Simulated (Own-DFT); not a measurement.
# Device materials side by side: how hard are they to compress?

No measurement is shown. These are fixed-geometry runs of a retired plane-wave code named Own-DFT, which no person has reviewed; spin and spin-orbit coupling are neglected.

Known weak points (not all hold for every row): forces on such cells moved up to 12 meV/angstrom on a denser k mesh; forces not confirmed at this smearing and k mesh; k mesh not checked against a denser one; forces on such cells passed a denser k mesh, each cell not checked; stress not checked against mesh or cutoff.

All runs are PBE with PseudoDojo norm-conserving files; cutoff and k mesh are each material's own. Every cell starts from measured lattice constants and was given uniform random strains and small random moves of its atoms. Each triple is the change of volume in per cent, the rms move u in Å and the pressure in GPa.

- 3C SiC (C32Si32), 10.36 Å³/atom unstrained: (-2.55, 0.045, 12.34); (-1.88, 0.048, 10.29); (-0.94, 0.049, 7.81); (0.30, 0.052, 4.49); (3.06, 0.054, -0.83); (3.10, 0.046, -1.81); (3.83, 0.047, -2.70)
- wurtzite AlN (Al36N36), 10.45 Å³/atom unstrained: (-2.83, 0.053, 12.51); (-1.34, 0.048, 8.88); (-1.26, 0.052, 8.93); (-0.21, 0.047, 5.74); (0.42, 0.051, 4.91); (1.53, 0.049, 2.77); (3.33, 0.052, -0.53)
- wurtzite GaN (Ga36N36), 11.42 Å³/atom unstrained: (-3.86, 0.052, 16.11); (-0.70, 0.047, 9.02); (-0.08, 0.046, 7.07); (0.79, 0.050, 5.71); (1.50, 0.053, 4.44); (1.83, 0.050, 3.83); (2.94, 0.054, 2.73)
- diamond silicon (Si64), 20.02 Å³/atom unstrained: (-3.88, 0.050, 6.89); (-2.49, 0.053, 5.23); (-2.31, 0.050, 5.01); (-2.27, 0.052, 4.98); (-2.22, 0.048, 4.72); (1.69, 0.046, 1.07); (1.92, 0.052, 0.85)
- zincblende GaAs (As32Ga32), 22.58 Å³/atom unstrained: withheld
- grey tin (Sn64), 34.15 Å³/atom unstrained: (-1.99, 0.047, 4.72); (-0.73, 0.048, 4.02); (0.16, 0.048, 3.58); (0.30, 0.046, 3.47); (0.41, 0.047, 3.54); (1.07, 0.047, 3.18); (1.45, 0.049, 3.05)

## Worked fit

Fit a line to each set against the fractional change of volume; B is minus its slope, and u is nearly the same within a set. To take it to zero pressure, assume that B rises by 4 GPa for each GPa: B0 = B - 4 x (mean pressure). The bond length of an ideal tetrahedral crystal with the unstrained volume v is d = (√3/4)(8 v)^(1/3). Cohen's empirical rule reads B0 = (1971 - 220 L) d^(-3.5) GPa, with L = 0 for group IV crystals and SiC and 1 for III-V compounds.

```
                  material  L  d (Å)   B (GPa)  mean P (GPa)  B0 (GPa)  rule (GPa)
          3C SiC (C32Si32)  0  1.888   233 ± 8           4.2   216 ± 8         213
    wurtzite AlN (Al36N36)  1  1.893   212 ± 9           6.2   187 ± 9         188
    wurtzite GaN (Ga36N36)  1  1.950  203 ± 12           7.0  175 ± 12         169
    diamond silicon (Si64)  0  2.352   101 ± 3           4.1    84 ± 3          99
zincblende GaAs (As32Ga32)  1  2.448         ?             ?         ?          76
           grey tin (Sn64)  0  2.810    49 ± 2           3.6    34 ± 2          53
```

A line through ln[B0/(1971 - 220 L)] against ln d has a slope of -4.6 ± 0.1 and a scatter of 5 %. Against the rule, B0 stands at 101 % for 3C SiC, 100 % for wurtzite AlN, 103 % for wurtzite GaN, 85 % for diamond silicon, 65 % for grey tin. PBE tends to make silicon and heavier crystals too soft, and the rule itself is only a guide.

## Test on the hidden row

Asked: what B0 does the fitted trend give for zincblende GaAs (As32Ga32)?

The line gives 59 GPa. Its own runs give B = 81 ± 4 GPa at a mean pressure of 4.1 GPa, so B0 = 64 GPa.
